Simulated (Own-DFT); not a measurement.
# Computed records: Si$_{47}$N$_{64}$ (beta silicon nitride with one vacancy, atoms displaced)

All values are calculated (Own-DFT development build). A calculation, not a measurement: plane-wave PBE density functional theory by an unreviewed code, no spin, of a simulated periodic cell, stress positive in tension, free energy of the whole cell less one offset for each atom, defect cell not probed for a lower state with spin; forces on such cells moved up to 12 meV/angstrom on a denser k mesh; offsets are fitted by least squares, one for each functional and potential file, so energies compare only between cells with the same atoms and settings and are not formation energies; the far tail of each file's local potential was reset to the Coulomb form; each entry is a single point on an unrelaxed cell, so the pressure reflects the starting lattice, mostly measured values (interpolated for alloys), from which strain is counted, and rises with the displacements; printed positions are rounded, which can move forces by about a meV/angstrom; the program, named Own-DFT, is a retired in-house code; no spin-orbit coupling; before rounding, a Quantum ESPRESSO 7.3.1 run of the same cell and cutoff gave forces within 1 meV/angstrom rms on each cell, which checks the program and not the settings.

```yaml
- formula: Si47N64
  kind: "beta silicon nitride with one vacancy, atoms displaced"
  structure:
    cell_angstrom: [[15.212, 0.0, 0.0], [-7.606, 13.174, 0.0], [0.0, 0.0, 5.818]]
    atoms_fractional:
      - [Si, 0.08747, 0.38612, 0.13137]
      - [Si, 0.11346, 0.20295, 0.12944]
      - [Si, 0.29456, 0.40938, 0.12772]
      - [Si, 0.4124, 0.11292, 0.37454]
      - [Si, 0.38291, 0.2946, 0.3787]
      - [Si, 0.20149, 0.08453, 0.36953]
      - ["N", 0.16737, 0.01475, 0.1171]
      - ["N", 0.48623, 0.15071, 0.11543]
      - ["N", 0.35194, 0.33203, 0.13231]
      - ["N", 0.33472, 0.48085, 0.37891]
      - ["N", 0.01916, 0.35041, 0.367]
      - ["N", 0.14839, 0.16161, 0.38073]
      - ["N", 0.16934, 0.33427, 0.13006]
      - ["N", 0.33671, 0.16482, 0.36841]
      - [Si, 0.08515, 0.39044, 0.62501]
      - [Si, 0.11328, 0.20216, 0.6235]
      - [Si, 0.30243, 0.41674, 0.62994]
      - [Si, 0.41324, 0.1133, 0.8741]
      - [Si, 0.38195, 0.29425, 0.87595]
      - [Si, 0.20066, 0.08332, 0.87796]
      - ["N", 0.16908, 0.01365, 0.62367]
      - ["N", 0.4853, 0.15247, 0.61947]
      - ["N", 0.35081, 0.33203, 0.61968]
      - ["N", 0.33121, 0.48285, 0.87664]
      - ["N", 0.01691, 0.35222, 0.87298]
      - ["N", 0.15053, 0.16914, 0.87657]
      - ["N", 0.16577, 0.33161, 0.62173]
      - ["N", 0.3293, 0.16598, 0.87508]
      - [Si, 0.08984, 0.88183, 0.1213]
      - [Si, 0.11389, 0.70093, 0.12209]
      - [Si, 0.29814, 0.91265, 0.1308]
      - [Si, 0.41592, 0.6176, 0.36427]
      - [Si, 0.38604, 0.79777, 0.38113]
      - [Si, 0.2021, 0.58458, 0.37075]
      - ["N", 0.16964, 0.51886, 0.12246]
      - ["N", 0.48469, 0.6498, 0.12908]
      - ["N", 0.34562, 0.83547, 0.1253]
      - ["N", 0.33272, 0.98481, 0.38499]
      - ["N", 0.01483, 0.84888, 0.37415]
      - ["N", 0.14631, 0.66451, 0.37023]
      - ["N", 0.16902, 0.83448, 0.12339]
      - ["N", 0.33158, 0.6668, 0.37248]
      - [Si, 0.08723, 0.881, 0.62626]
      - [Si, 0.11312, 0.702, 0.63116]
      - [Si, 0.29865, 0.9128, 0.62748]
      - [Si, 0.4164, 0.61639, 0.88149]
      - [Si, 0.38183, 0.79554, 0.88237]
      - [Si, 0.20396, 0.58722, 0.87963]
      - ["N", 0.16851, 0.51722, 0.62061]
      - ["N", 0.48148, 0.64989, 0.62159]
      - ["N", 0.34966, 0.83126, 0.62994]
      - ["N", 0.32993, 0.98424, 0.85782]
      - ["N", 0.01603, 0.84878, 0.88324]
      - ["N", 0.15029, 0.66823, 0.88104]
      - ["N", 0.16715, 0.83926, 0.62855]
      - ["N", 0.3323, 0.66407, 0.87757]
      - [Si, 0.58752, 0.38879, 0.12549]
      - [Si, 0.61513, 0.20508, 0.1297]
      - [Si, 0.80074, 0.41406, 0.11258]
      - [Si, 0.90873, 0.11506, 0.37422]
      - [Si, 0.88674, 0.30118, 0.36831]
      - [Si, 0.70028, 0.08744, 0.37245]
      - ["N", 0.66707, 0.01567, 0.13061]
      - ["N", 0.98086, 0.15018, 0.12121]
      - ["N", 0.84997, 0.3354, 0.12257]
      - ["N", 0.83451, 0.48617, 0.37183]
      - ["N", 0.51465, 0.34666, 0.37283]
      - ["N", 0.65064, 0.16707, 0.37901]
      - ["N", 0.66316, 0.33239, 0.11877]
      - ["N", 0.82847, 0.16415, 0.36279]
      - [Si, 0.61634, 0.20695, 0.62174]
      - [Si, 0.79543, 0.41456, 0.62705]
      - [Si, 0.91151, 0.11671, 0.87219]
      - [Si, 0.88703, 0.2997, 0.88149]
      - [Si, 0.69893, 0.08666, 0.87788]
      - ["N", 0.66579, 0.01388, 0.62496]
      - ["N", 0.98672, 0.15089, 0.62607]
      - ["N", 0.84707, 0.33371, 0.62475]
      - ["N", 0.83285, 0.48335, 0.87546]
      - ["N", 0.51373, 0.34964, 0.87996]
      - ["N", 0.65254, 0.16675, 0.87819]
      - ["N", 0.6674, 0.33097, 0.62429]
      - ["N", 0.83065, 0.1614, 0.86903]
      - [Si, 0.58458, 0.88283, 0.12831]
      - [Si, 0.6154, 0.70358, 0.12827]
      - [Si, 0.79631, 0.90898, 0.12848]
      - [Si, 0.91605, 0.61762, 0.37465]
      - [Si, 0.88495, 0.79676, 0.37659]
      - [Si, 0.7039, 0.5891, 0.37463]
      - ["N", 0.66718, 0.51692, 0.12824]
      - ["N", 0.98577, 0.65489, 0.13139]
      - ["N", 0.848, 0.83524, 0.12334]
      - ["N", 0.8376, 0.98507, 0.37886]
      - ["N", 0.51463, 0.84975, 0.36552]
      - ["N", 0.65106, 0.66455, 0.37869]
      - ["N", 0.66835, 0.83634, 0.12246]
      - ["N", 0.83381, 0.66614, 0.3735]
      - [Si, 0.5841, 0.88456, 0.62432]
      - [Si, 0.61467, 0.69976, 0.62327]
      - [Si, 0.79719, 0.91044, 0.63407]
      - [Si, 0.90677, 0.60903, 0.87499]
      - [Si, 0.88055, 0.79753, 0.87444]
      - [Si, 0.70383, 0.58757, 0.87686]
      - ["N", 0.66246, 0.5141, 0.63037]
      - ["N", 0.98478, 0.65549, 0.62032]
      - ["N", 0.84755, 0.83363, 0.62075]
      - ["N", 0.8285, 0.98344, 0.87451]
      - ["N", 0.51601, 0.84935, 0.86891]
      - ["N", 0.65188, 0.6652, 0.87429]
      - ["N", 0.66385, 0.83073, 0.62248]
      - ["N", 0.83821, 0.67065, 0.86818]
  settings:
    functional: PBE
    potential_files: "PseudoDojo norm-conserving, scalar-relativistic, standard set"
    "wave_cutoff [hartree]": 42.0
    occupations: Fermi-Dirac
    "smearing_width [eV]": 0.1
    k_mesh: "2 x 2 x 4 centred on Gamma"
  results:
    "free_energy_of_cell_above_offsets [eV]": "-4.558"
    "pressure [GPa]": 6.04
    "stress_xx [GPa]": -6.2
    "stress_yy [GPa]": -5.69
    "stress_zz [GPa]": -6.24
    "stress_yz [GPa]": -0.22
    "stress_xz [GPa]": 0.82
    "stress_xy [GPa]": 0.19
    force_element: [Si, Si, Si, Si, Si, Si, "N", "N", "N", "N", "N", "N", "N", "N", Si, Si, Si, Si, Si, Si, "N", "N", "N", "N", "N", "N", "N", "N", Si, Si, Si, Si, Si, Si, "N", "N", "N", "N", "N", "N", "N", "N", Si, Si, Si, Si, Si, Si, "N", "N", "N", "N", "N", "N", "N", "N", Si, Si, Si, Si, Si, Si, "N", "N", "N", "N", "N", "N", "N", "N", Si, Si, Si, Si, Si, "N", "N", "N", "N", "N", "N", "N", "N", Si, Si, Si, Si, Si, Si, "N", "N", "N", "N", "N", "N", "N", "N", Si, Si, Si, Si, Si, Si, "N", "N", "N", "N", "N", "N", "N", "N"]
    "force_x [eV/angstrom]": [2.472, 0.41, 2.058, 0.706, 2.435, 1.028, -0.302, -0.625, -2.439, 0.076, -2.546, -0.483, -2.501, -2.154, 3.236, 1.33, -0.834, -1.306, 1.276, -0.725, -0.93, 0.198, -1.494, 0.746, -0.48, 0.731, -0.651, 1.739, -1.178, -0.579, -1.82, -2.637, -1.261, -0.545, -0.602, 1.378, 2.726, 0.731, 0.364, 1.11, 0.319, 1.131, -2.341, 0.401, -0.693, -1.764, 0.82, -0.358, -0.716, 1.264, -0.826, 0.976, -1.305, 1.296, 3.128, 0.627, -0.159, 0.758, -2.624, 0.777, -0.358, 0.124, -0.899, 0.968, 0.419, 0.67, -0.38, -0.277, 1.887, 0.923, -0.24, -1.131, 0.563, -0.55, 1.38, -0.78, -2.218, 1.583, 0.451, -0.53, -1.363, 0.533, -1.038, 1.699, 1.437, -1.141, -1.617, 0.03, 0.573, 0.136, -0.213, 1.498, -0.132, -0.715, -1.234, -1.071, 0.063, 2.181, -0.508, -1.971, 1.028, 2.031, 0.34, 0.656, 0.176, 0.928, 0.989, -1.645, -1.397, -0.015, -1.208]
    "force_y [eV/angstrom]": [0.252, -0.577, 0.316, 1.415, -0.211, 0.482, -1.343, -1.261, 1.136, 2.534, -0.388, 0.255, -0.703, -0.42, -1.985, 0.67, -3.151, 1.335, 0.755, 1.871, -0.019, -0.872, 1.092, 1.455, 0.329, -1.207, 2.012, -1.06, 0.542, 1.709, 1.572, -1.995, -0.825, 2.624, -2.429, 0.727, -1.14, -0.675, 0.398, -0.831, -1.027, 0.012, 1.506, 1.659, -1.436, -0.966, -0.268, 1.044, 0.104, 0.182, 0.821, 0.715, -0.158, -1.476, -3.458, 1.021, -0.801, -0.632, -1.205, -0.04, -2.011, -0.233, -1.181, 0.581, 0.325, -0.248, -0.005, -0.224, 1.588, 2.387, -1.294, -1.329, -1.35, -2.484, -0.436, 0.335, -0.836, 0.488, 0.555, -0.252, 0.489, 2.141, 2.767, 1.506, 0.638, 2.968, -0.566, -0.201, -2.286, 0.87, -1.085, -1.148, -1.113, -0.312, 0.673, -1.963, 0.59, 0.043, 0.834, 0.899, 3.979, 0.38, -0.973, 1.378, -1.094, -0.413, 0.229, -0.646, 0.662, 0.157, -1.767]
    "force_z [eV/angstrom]": [-2.652, -0.339, 0.293, -0.36, -0.288, 0.863, 1.787, 1.479, -1.198, -1.312, 1.963, -1.159, -0.091, 0.168, -0.341, 0.727, -0.8, -1.422, -0.236, -2.026, -0.177, 0.729, 1.759, 1.294, 1.091, 0.325, 0.209, -0.035, 0.97, 1.336, -1.086, 3.091, -1.051, 0.624, 0.292, -1.485, 0.76, -1.934, -0.041, 1.454, 0.214, -0.153, 0.228, -1.397, -0.984, -1.81, -0.338, -1.606, 1.036, 0.487, -0.244, 4.106, -1.583, -1.515, -0.181, 0.236, 0.046, -0.886, 3.39, 0.216, 1.656, 1.112, -0.909, 0.861, 0.053, -0.275, -1.083, -0.846, 0.056, 0.467, 1.258, -2.039, -0.283, -2.306, -0.406, -0.158, -0.661, 0.076, -0.869, 0.99, -0.1, 0.086, 0.124, -2.074, -0.457, 0.033, -0.093, -0.761, 1.86, -0.346, -2.25, 0.552, 0.02, 1.865, -1.204, 0.332, -0.187, -0.776, 0.644, -1.587, 0.149, -0.038, -1.061, -0.733, 1.999, 0.696, 0.915, 1.831, 0.915, -0.024, 0.533]
```
